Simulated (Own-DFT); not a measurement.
## Calculated data, GaN (wurtzite, strained, atoms displaced)

Computed with Own-DFT development build. A calculation, not a measurement: plane-wave PBE density functional theory by an unreviewed code, no spin, of a simulated periodic cell, stress positive in tension, free energy of the whole cell less one offset for each atom, forces on such cells passed a denser k mesh, this cell's mesh not checked; offsets are fitted by least squares, one for each functional and potential file, so energies compare only between cells with the same atoms and settings and are not formation energies; the far tail of each file's local potential was reset to the Coulomb form; each entry is a single point on an unrelaxed cell, so the pressure reflects the starting lattice, mostly measured values (interpolated for alloys), from which strain is counted, and rises with the displacements; printed positions are rounded, which can move forces by about a meV/angstrom; the program, named Own-DFT, is a retired in-house code; no spin-orbit coupling.

Settings shared by all entries: functional PBE; potential files PseudoDojo norm-conserving, scalar-relativistic, standard set with the stringent files for Ga; wave cutoff 96 hartree; occupations Gaussian; smearing width 0.01 eV; k mesh 3 x 4 x 3 centred on Gamma.

(1) GaN (wurtzite, strained, atoms displaced)

```xyz
96
Lattice="12.7560 0.0000 0.0000 -4.7835 8.2853 0.0000 0.0000 0.0000 10.5256" Properties=species:S:1:pos:R:3 GaN
Ga     0.0338     1.8386    10.4994
Ga     1.6476     0.9626     2.6304
N      0.0117     1.8469     2.0961
N      1.4895     0.9479     4.5536
Ga     0.0589     1.7659     5.2916
Ga     1.6396     0.9367     7.9387
N      0.0124     1.8487     7.3332
N      1.5931     0.9232     9.9000
Ga    -1.5444     4.5640     0.0912
Ga     0.0001     3.7062     2.6698
N     -1.5977     4.5916     1.9751
N      0.0529     3.7215     4.6383
Ga    -1.6488     4.6887     5.1633
Ga    -0.1034     3.6661     7.9109
N     -1.5711     4.6372     7.3161
N     -0.0175     3.6599     9.8752
Ga    -3.1836     7.3838     0.1186
Ga    -1.5900     6.4378     2.6574
N     -3.1516     7.3324     1.9666
N     -1.6912     6.4883     4.7066
Ga    -3.1726     7.4208     5.2702
Ga    -1.5749     6.4659     7.8987
N     -3.2652     7.3228     7.2982
N     -1.6284     6.4616     9.8042
Ga     3.1439     1.8373    10.5242
Ga     4.7412     0.8905     2.5449
N      3.0713     1.9322     1.9865
N      4.8028     0.9597     4.6010
Ga     3.1768     1.7884     5.2924
Ga     4.7581     0.9696     7.8220
N      3.2134     1.8268     7.1982
N      4.7572     0.9091     9.8814
Ga     1.6666     4.6015     0.0729
Ga     3.1646     3.6688     2.6468
N      1.5918     4.6174     2.0937
N      3.2898     3.7260     4.6258
Ga     1.5351     4.5960     5.2633
Ga     3.1653     3.6435     7.8769
N      1.5508     4.6567     7.1331
N      3.1518     3.7467     9.9408
Ga     0.0612     7.3470    10.4804
Ga     1.6484     6.3220     2.6842
N     -0.0075     7.4277     2.0269
N      1.5844     6.3905     4.6239
Ga     0.0602     7.3122     5.1920
Ga     1.5644     6.5020     7.9071
N      0.0200     7.3954     7.2022
N      1.5572     6.4448     9.8315
Ga     6.3550     1.8745     0.0641
Ga     7.9643     0.9406     2.6495
N      6.4995     1.8442     1.9548
N      8.0095     0.9647     4.5940
Ga     6.2858     1.8544     5.3330
Ga     7.9441     0.9536     7.9775
N      6.3953     1.9065     7.2269
N      7.9221     0.9203     9.8191
Ga     4.7721     4.6207    10.4832
Ga     6.3325     3.7458     2.6205
N      4.7629     4.5582     1.9803
N      6.3339     3.6575     4.6282
Ga     4.7560     4.5434     5.2180
Ga     6.3577     3.6245     7.9352
N      4.7740     4.5791     7.2164
N      6.3240     3.6880     9.7552
Ga     3.2412     7.3502    10.5079
Ga     4.8328     6.4049     2.6439
N      3.1052     7.3225     1.9713
N      4.8043     6.4723     4.6217
Ga     3.1616     7.3327     5.1785
Ga     4.7400     6.4088     7.8266
N      3.2318     7.3058     7.2249
N      4.8618     6.4553     9.9143
Ga     9.6074     1.7777    10.4886
Ga    11.0762     0.9772     2.5400
N      9.5034     1.7954     1.9122
N     11.1401     0.7753     4.6396
Ga     9.5577     1.8510     5.3553
Ga    11.1966     0.9725     7.7687
N      9.5537     1.8543     7.2344
N     11.0518     0.8517     9.9117
Ga     7.9552     4.6373    10.5029
Ga     9.4875     3.8055     2.6141
N      7.9933     4.5528     2.0519
N      9.5826     3.6009     4.5848
Ga     7.9794     4.6325     5.2563
Ga     9.5279     3.7099     7.9154
N      8.0499     4.5384     7.2310
N      9.5544     3.6975     9.8777
Ga     6.4276     7.3556    10.5229
Ga     7.9836     6.4088     2.6860
N      6.3634     7.3321     2.0212
N      7.9103     6.4315     4.5802
Ga     6.4765     7.3867     5.2533
Ga     7.9695     6.4254     7.9014
N      6.4503     7.3290     7.2627
N      7.9044     6.4813     9.9272
```

* free energy of cell above offsets: -4.502 eV
* pressure: 4.56 GPa
* stress xx: -6.76 GPa
* stress yy: -5.56 GPa
* stress zz: -1.36 GPa
* stress yz: -0.16 GPa
* stress xz: 0.08 GPa
* stress xy: 1.56 GPa

Force:
```tsv
element	x (eV/Å)	y (eV/Å)	z (eV/Å)
Ga	-1.449	-0.213	0.904
Ga	-1.82	-1.105	0.052
N	-0.32	0.092	-1.588
N	2.893	-0.966	0.534
Ga	-2.855	1.648	0.214
Ga	-0.696	-0.96	-0.066
N	1.123	0.033	-1.29
N	0	-0.265	-0.203
Ga	-0.937	0.772	-1.995
Ga	-0.243	-0.837	0.362
N	0.112	0.43	1.13
N	-2.068	-1.053	-0.553
Ga	0.553	-2.183	1.892
Ga	1.674	0.958	-0.109
N	-1.206	-0.122	-1.592
N	0.842	0.291	0.559
Ga	0.074	-0.764	-2.328
Ga	0.337	0.399	-0.138
N	-0.467	0.53	1.704
N	1.788	0.213	-1.862
Ga	-1.889	-0.12	0.925
Ga	-0.327	-0.019	-0.288
N	1.687	1.443	-1.04
N	0.481	-0.171	1.876
Ga	0.791	0.423	0.197
Ga	0.865	2.136	1.071
N	2.025	-1.197	-0.85
N	-1.128	-1.322	-0.576
Ga	0.06	0.985	-1.413
Ga	1.262	-0.937	1.154
N	-1.106	0.192	0.632
N	-0.026	0.727	-0.306
Ga	-2.074	0.765	-0.193
Ga	0.742	0.771	1.012
N	-0.281	-1.477	-1.853
N	-3.461	-2.036	-0.855
Ga	1.969	-0.167	0.221
Ga	-0.466	1.67	-0.135
N	0.182	-0.93	2.422
N	0.838	-1.556	-1.378
Ga	-1.624	0.282	0.726
Ga	-0.61	2.97	-0.027
N	0.092	-2.378	-0.784
N	0.162	0.321	-0.692
Ga	-0.98	1.239	0.896
Ga	0.738	-0.933	-0.839
N	-0.464	0.389	-0.257
N	1.273	-0.671	0.69
Ga	0.29	-0.316	-1.178
Ga	0.559	-1.106	0.375
N	-2.69	0.863	0.252
N	-1.233	-0.57	0.601
Ga	1.998	0.126	-1.277
Ga	0.456	-0.903	-2.042
N	-0.422	-1.637	0.405
N	0.153	-0.005	1.64
Ga	0.41	0.183	0.498
Ga	0.616	-1.591	0.914
N	-0.244	0.419	-0.769
N	1.024	0.439	-0.517
Ga	1.778	2.245	1.26
Ga	0.273	1.77	-1.985
N	0.023	-0.552	0.327
N	0.545	-0.036	2.954
Ga	-0.521	0.176	0.278
Ga	-1.136	0.558	0.252
N	1.284	0.207	0.016
N	-0.018	-0.854	-0.172
Ga	1.087	0.931	0.954
Ga	1.531	0.129	0.761
N	-1.442	1.539	-0.268
N	-1.263	-0.386	-0.983
Ga	-2.004	1.406	0.425
Ga	0.882	-1.081	1.422
N	0.396	1.36	0.232
N	0.298	3.986	-0.695
Ga	0.298	-1.05	-1.496
Ga	-1.341	-1.767	1.638
N	0.11	0.03	1.057
N	2.856	0.634	-1.421
Ga	0.037	-0.563	0.183
Ga	2.448	-3.287	0.856
N	-2.39	1.942	-1.881
N	-0.047	1.628	-0.175
Ga	-0.361	-1.17	0.265
Ga	1.717	-0.448	0.4
N	-2.099	1.241	-0.279
N	0.14	-0.266	0.507
Ga	-1.415	0.45	1.145
Ga	-0.498	0.851	-0.976
N	0.882	0.41	-0.702
N	2.23	-0.34	0.46
Ga	-2.062	-1.774	1.24
Ga	-0.334	-0.831	0.748
N	-1.195	0.557	-0.52
N	2.328	-0.846	-0.688
```

(2) GaN (wurtzite, strained, atoms displaced)

```xyz
96
Lattice="12.7560 0.0000 0.0000 -4.7835 8.2853 0.0000 0.0000 0.0000 10.5256" Properties=species:S:1:pos:R:3 GaN
Ga     0.0455     1.8083    10.4606
Ga     1.6205     0.8532     2.5652
N     -0.0293     1.8130     1.9780
N      1.6594     0.8501     4.6442
Ga     0.0498     1.8939     5.3367
Ga     1.5940     0.9373     7.8753
N      0.0739     1.7801     7.2624
N      1.6558     0.9567     9.8613
Ga    -1.6325     4.6714    10.5142
Ga    -0.0313     3.7181     2.6614
N     -1.4931     4.5926     2.0164
N     -0.1271     3.6165     4.5706
Ga    -1.5761     4.5004     5.2823
Ga     0.0310     3.6668     7.9299
N     -1.6487     4.4950     7.3203
N      0.0160     3.7167     9.8370
Ga    -3.1416     7.3790     0.0617
Ga    -1.5588     6.4181     2.6126
N     -3.2831     7.3111     1.9121
N     -1.6041     6.4357     4.5535
Ga    -3.1937     7.3508     5.2013
Ga    -1.7219     6.4970     7.9431
N     -3.1599     7.3506     7.2118
N     -1.5174     6.3976     9.9106
Ga     3.2005     1.8539    10.4950
Ga     4.7674     0.9370     2.6248
N      3.1920     1.9263     2.0194
N      4.8702     0.9062     4.5086
Ga     3.2844     1.8895     5.2369
Ga     4.8466     0.9458     7.8579
N      3.1340     1.8484     7.2667
N      4.8612     0.9982     9.8939
Ga     1.6044     4.5889    10.4219
Ga     3.1710     3.7610     2.6695
N      1.5397     4.6284     1.9808
N      3.1983     3.6879     4.6522
Ga     1.7029     4.5452     5.2570
Ga     3.2389     3.7332     7.8779
N      1.5905     4.6099     7.3410
N      3.0981     3.7083     9.8720
Ga    -0.0201     7.3992     0.0256
Ga     1.6254     6.4694     2.6788
N     -0.0659     7.3914     1.9740
N      1.6116     6.4865     4.5895
Ga     0.0886     7.3131     5.2576
Ga     1.5934     6.4615     7.9616
N      0.0644     7.4669     7.2758
N      1.6563     6.4766     9.8690
Ga     6.3706     1.8018     0.0158
Ga     8.0208     0.8540     2.6232
N      6.3240     1.8372     1.9220
N      7.9092     0.9865     4.6503
Ga     6.4183     1.8624     5.2871
Ga     7.9720     0.9803     7.8656
N      6.4939     1.8276     7.2095
N      7.9381     0.8833     9.9003
Ga     4.8054     4.5599    10.4906
Ga     6.4420     3.7065     2.7057
N      4.7598     4.6165     1.9492
N      6.4216     3.6725     4.6614
Ga     4.8320     4.6363     5.3614
Ga     6.3223     3.5856     7.8827
N      4.6860     4.6127     7.2180
N      6.4229     3.7441     9.9028
Ga     3.1792     7.3382     0.0025
Ga     4.7610     6.4989     2.5773
N      3.2087     7.4069     1.9782
N      4.8021     6.5163     4.6041
Ga     3.2909     7.4278     5.3308
Ga     4.7462     6.3829     7.9413
N      3.3002     7.3472     7.2853
N      4.7502     6.4566     9.8823
Ga     9.4570     1.7646    10.5194
Ga    11.1702     1.0033     2.7015
N      9.5933     1.7613     2.0790
N     11.3110     0.8959     4.6504
Ga     9.5320     1.8115     5.2728
Ga    11.1760     0.9036     7.8689
N      9.6008     1.8234     7.3539
N     11.1018     0.9975     9.9232
Ga     7.9964     4.5838     0.1089
Ga     9.5674     3.6668     2.6535
N      7.9619     4.5885     1.9179
N      9.6056     3.5652     4.5708
Ga     8.0320     4.5408     5.1785
Ga     9.6043     3.6736     7.9277
N      7.8762     4.5806     7.2559
N      9.6067     3.7020     9.8955
Ga     6.3267     7.3785    10.5195
Ga     7.9609     6.4151     2.6750
N      6.3421     7.3632     2.0617
N      7.9627     6.5386     4.6278
Ga     6.3490     7.2967     5.2800
Ga     7.9889     6.4665     7.8989
N      6.3963     7.3228     7.2331
N      7.9695     6.4680     9.7950
```

* free energy of cell above offsets: -4.960 eV
* pressure: 4.28 GPa
* stress xx: -7.13 GPa
* stress yy: -4.47 GPa
* stress zz: -1.23 GPa
* stress yz: 0.01 GPa
* stress xz: 0.16 GPa
* stress xy: -0.11 GPa

Force:
```tsv
element	x (eV/Å)	y (eV/Å)	z (eV/Å)
Ga	-1.067	0.917	1.222
Ga	-0.537	1.179	1.083
N	1.087	0.579	-0.491
N	0.046	1.914	-0.78
Ga	0.504	-1.634	-0.845
Ga	0.835	-1.102	0.445
N	-1.443	1.202	0.098
N	-0.285	-1.11	-0.161
Ga	1.144	-2.318	0.932
Ga	1.539	-1.65	-0.561
N	-2.803	0.478	-1.187
N	2.726	0.611	0.77
Ga	-1.028	1.73	0.643
Ga	-0.551	-0.179	-0.217
N	1.837	1.993	-1.467
N	-0.594	-0.546	0.713
Ga	-0.945	-0.271	-1.858
Ga	-0.825	0.118	0.31
N	1.413	-0.055	1.325
N	0.559	-0.741	0.99
Ga	0.857	-0.03	0.892
Ga	2.467	-1.228	-0.191
N	-1.065	0.667	-0.254
N	-0.993	2.032	-0.816
Ga	0.48	0.696	0.869
Ga	-0.033	0.304	-0.624
N	-0.343	-0.892	-0.753
N	-0.361	0.328	2.087
Ga	-0.7	-2.041	0.222
Ga	-0.882	0.659	0.731
N	2.001	0.62	-0.646
N	-1.885	-1.216	-1.163
Ga	-1.27	1.079	1.781
Ga	-0.1	-0.308	-0.756
N	0.738	0.314	-0.066
N	1.515	0.234	-0.641
Ga	-2.557	1.499	0.919
Ga	-2.208	-1.605	1.02
N	0.14	0.3	-1.649
N	2.677	-0.766	-0.784
Ga	1.129	0.032	-0.185
Ga	-0.688	-0.146	-1.078
N	1.1	0.043	-0.167
N	1.487	-1.187	0.778
Ga	-1.721	0.975	0.346
Ga	0.292	0.352	-0.887
N	-0.771	-1.907	-0.63
N	-1.437	-0.268	0.512
Ga	0.994	1.542	0.409
Ga	-1.372	1.735	0.666
N	1.386	0.305	1.329
N	1.644	-1.391	-0.73
Ga	-1.262	-0.326	-0.587
Ga	1.536	-1.83	1.37
N	-2.224	0.304	-0.095
N	-0.374	0.093	-0.879
Ga	-0.65	0.46	0.774
Ga	-1.679	-0.814	-1.19
N	0.615	0.127	0.675
N	-0.841	0.607	-0.524
Ga	-0.202	0.369	-2.039
Ga	0.94	1.948	0.829
N	2.147	-0.273	0.642
N	-0.523	-1.383	-0.885
Ga	0.266	0.357	0.299
Ga	0.425	-1.152	0.686
N	-0.859	-1.09	-0.397
N	-0.744	-1.508	-0.336
Ga	-1.237	-0.33	-0.181
Ga	1.625	0.98	0.223
N	-1.873	0.86	-0.44
N	0.337	-0.684	0.022
Ga	1.581	1.512	0.826
Ga	1.033	-1.604	0.142
N	-1.05	1.507	-1.363
N	-2.043	0.085	0.475
Ga	1.501	-0.823	0.594
Ga	0.204	-0.527	0.746
N	-0.371	0.327	-1.607
N	0.815	-1.164	-0.922
Ga	0.203	0.812	-3.301
Ga	0.743	-0.284	-0.993
N	0.638	0.053	2.924
N	-0.464	1.389	0.413
Ga	0.142	1.337	1.855
Ga	-2.307	-0.274	0.571
N	1.229	-0.131	-0.743
N	-1.043	-0.561	0.514
Ga	1.006	0.25	0.493
Ga	-0.831	0.667	-0.331
N	0.844	0.389	-1.125
N	0.24	-2.5	-0.623
Ga	1.015	1.655	0.335
Ga	-0.317	-0.906	-0.566
N	-0.667	0.166	0.343
N	0.34	0.065	1.872
```

(3) GaN (wurtzite, strained, atoms displaced)

```xyz
96
Lattice="12.7560 0.0000 0.0000 -4.7835 8.2853 0.0000 0.0000 0.0000 10.5256" Properties=species:S:1:pos:R:3 GaN
Ga    -0.0630     1.8814    10.4436
Ga     1.6266     0.9059     2.5500
N      0.0267     1.8626     1.9497
N      1.6397     0.9755     4.6079
Ga     0.0466     1.7368     5.1863
Ga     1.5934     0.9994     8.0121
N      0.0760     1.8104     7.1960
N      1.5688     0.8333     9.8185
Ga    -1.5654     4.5835    10.4473
Ga    -0.0074     3.7857     2.6163
N     -1.6072     4.6401     1.9834
N     -0.0426     3.6306     4.6417
Ga    -1.6327     4.6192     5.3387
Ga    -0.0314     3.6050     7.9582
N     -1.6047     4.5763     7.2228
N     -0.0155     3.7116     9.9906
Ga    -3.2116     7.3460    10.4997
Ga    -1.6179     6.3879     2.6080
N     -3.1680     7.4883     1.9328
N     -1.4898     6.4176     4.6802
Ga    -3.1677     7.3537     5.3117
Ga    -1.5666     6.4689     8.0017
N     -3.1781     7.3651     7.2648
N     -1.5163     6.4740     9.8657
Ga     3.0890     1.8779     0.0498
Ga     4.7921     0.8594     2.6193
N      3.2368     1.8310     2.0162
N      4.7995     0.9007     4.6208
Ga     3.1621     1.8487     5.1605
Ga     4.8173     0.8233     7.8261
N      3.1587     1.8812     7.2279
N      4.7782     0.9330     9.8688
Ga     1.5329     4.5761    10.4912
Ga     3.2416     3.7518     2.6381
N      1.5676     4.6439     2.0036
N      3.2621     3.7037     4.5681
Ga     1.6200     4.6433     5.3209
Ga     3.1919     3.7298     7.9380
N      1.5951     4.6519     7.2578
N      3.1331     3.6249     9.8924
Ga     0.0223     7.3657     0.0404
Ga     1.5182     6.4577     2.6112
N     -0.0010     7.2762     2.0326
N      1.6216     6.2805     4.6220
Ga    -0.0154     7.3576     5.2802
Ga     1.6636     6.4922     7.9196
N      0.0488     7.4016     7.3164
N      1.5866     6.4911     9.8345
Ga     6.3936     1.9233     0.0223
Ga     7.9521     0.9002     2.6119
N      6.3831     1.8045     1.8873
N      7.9473     0.9295     4.5630
Ga     6.3578     1.8207     5.3056
Ga     7.9860     0.8865     7.8690
N      6.3595     1.7138     7.2651
N      8.0241     0.9258     9.8502
Ga     4.8117     4.5806     0.0453
Ga     6.3843     3.7381     2.6926
N      4.8116     4.6087     1.9673
N      6.4351     3.7194     4.5469
Ga     4.7585     4.5807     5.2555
Ga     6.4595     3.6233     7.9240
N      4.8000     4.6449     7.2886
N      6.5240     3.7090     9.8689
Ga     3.1946     7.3799     0.0631
Ga     4.7934     6.5530     2.6037
N      3.3111     7.3705     1.9775
N      4.8436     6.4575     4.6415
Ga     3.1452     7.3167     5.2760
Ga     4.7667     6.4761     7.8512
N      3.1429     7.4009     7.2188
N      4.7184     6.5068     9.9217
Ga     9.4796     1.8658     0.0014
Ga    11.1655     0.9508     2.5712
N      9.5432     1.9022     1.9567
N     11.2085     0.9109     4.5917
Ga     9.5776     1.8731     5.1895
Ga    11.1237     0.8546     7.8821
N      9.5744     1.9023     7.1131
N     11.1807     0.9393     9.8878
Ga     7.9334     4.6186     0.0752
Ga     9.6898     3.6405     2.7030
N      7.9185     4.6081     2.0828
N      9.5435     3.7159     4.7127
Ga     7.9385     4.6421     5.2465
Ga     9.4770     3.7676     7.8277
N      8.0016     4.5936     7.1977
N      9.5578     3.6514     9.9702
Ga     6.3184     7.3759    10.4985
Ga     7.9823     6.4219     2.6299
N      6.3779     7.3590     2.0059
N      7.9261     6.4372     4.6606
Ga     6.4626     7.3167     5.3308
Ga     7.9827     6.5309     7.9150
N      6.3266     7.3813     7.2635
N      7.9922     6.3896     9.8552
```

- free energy of cell above offsets: -5.284 eV
- pressure: 4.25 GPa
- stress xx: -5.66 GPa
- stress yy: -6.17 GPa
- stress zz: -0.93 GPa
- stress yz: 0.02 GPa
- stress xz: -0.61 GPa
- stress xy: -0.91 GPa

Force:
```tsv
element	x (eV/Å)	y (eV/Å)	z (eV/Å)
Ga	1.009	-1.177	1.686
Ga	-0.507	2.068	1.447
N	-0.218	0.483	-0.382
N	-0.3	-2.207	-1.275
Ga	-0.63	1.876	0.817
Ga	0.873	-0.668	-2.936
N	-1.423	-0.042	0.756
N	-0.243	1.456	2.257
Ga	-1.889	0.903	1.22
Ga	0.207	-1.684	1.184
N	-0.059	-0.585	-0.866
N	0.551	0.68	-0.338
Ga	1.198	-0.78	-0.715
Ga	0.246	0.826	-1.364
N	0.296	0.645	1.996
N	0.158	-0.892	-2.169
Ga	0.402	-0.334	0.196
Ga	-0.312	1.36	1.042
N	-0.126	-3.316	0.022
N	-2.199	0.141	-1.251
Ga	0.37	0.322	-0.335
Ga	0.071	-0.319	-2.006
N	0.28	0.347	0.236
N	-1.133	-0.689	1.235
Ga	1.392	-1.611	-0.318
Ga	0.385	0.628	0.07
N	-0.368	0.616	-0.351
N	-0.076	-0.067	-0.461
Ga	1.015	0.619	1.677
Ga	-1.811	2.86	1.939
N	0.768	-0.228	-0.19
N	-0.134	0.298	0.305
Ga	1.693	1.544	0.99
Ga	-0.817	-0.557	-0.253
N	0.957	-0.288	-1
N	-1.163	-0.374	0.303
Ga	-0.759	-3.293	0.132
Ga	0.087	-0.796	-0.688
N	-0.228	-0.421	0.791
N	0.5	1.415	0.106
Ga	0.248	1.019	-0.367
Ga	2.456	-0.791	1.109
N	-0.948	1.367	-0.948
N	-0.436	3.886	-1.089
Ga	1.365	-0.009	0.72
Ga	-1.2	-0.729	-0.033
N	-0.614	-2.678	-1.629
N	0.482	-0.764	1.235
Ga	-0.419	-1.541	-1.225
Ga	0.163	0.754	0.2
N	-0.18	0.426	1.836
N	0.037	-0.478	0.403
Ga	0.544	0.481	-0.646
Ga	0.765	1.066	0.249
N	0.827	2.05	-0.492
N	-1.246	-0.373	-0.17
Ga	-0.311	0.306	-0.872
Ga	-0.543	-1.323	-1.047
N	0.022	0.597	0.11
N	-1.237	-0.972	1.975
Ga	1.247	0.762	0.464
Ga	-0.873	0.325	-0.628
N	0.425	-0.839	-0.309
N	-2.519	-0.313	-0.331
Ga	-0.813	0.356	-0.724
Ga	1.154	-2.058	1.683
N	-3.046	0.504	-0.1
N	-0.717	-0.082	-0.212
Ga	0.849	0.503	-0.845
Ga	-0.529	-0.39	0.927
N	1.226	-0.551	-0.211
N	0.892	-1.476	-1.144
Ga	1.425	-0.276	0.197
Ga	0.349	-0.154	0.545
N	0.229	-0.978	0.439
N	-0.833	-0.576	-0.335
Ga	0.13	-0.987	0.244
Ga	0.233	2.374	-0.101
N	-0.241	-0.807	1.751
N	-1.227	-0.353	-0.729
Ga	1.897	0.257	0.693
Ga	-1.673	0.814	0.139
N	1.819	0.025	-1.101
N	0.28	0.231	-1.615
Ga	0.379	-0.7	0.308
Ga	2.209	-1.758	1.254
N	-2.082	1.444	0.031
N	-0.005	1.403	-1.504
Ga	0.966	-0.025	0.645
Ga	-0.068	1.024	0.347
N	0.814	0.53	-0.993
N	2.164	0.346	-1.008
Ga	-2.056	1.432	-0.746
Ga	-0.133	-1.176	-0.19
N	0.928	-0.697	-0.04
N	-0.636	0.812	0.366
```
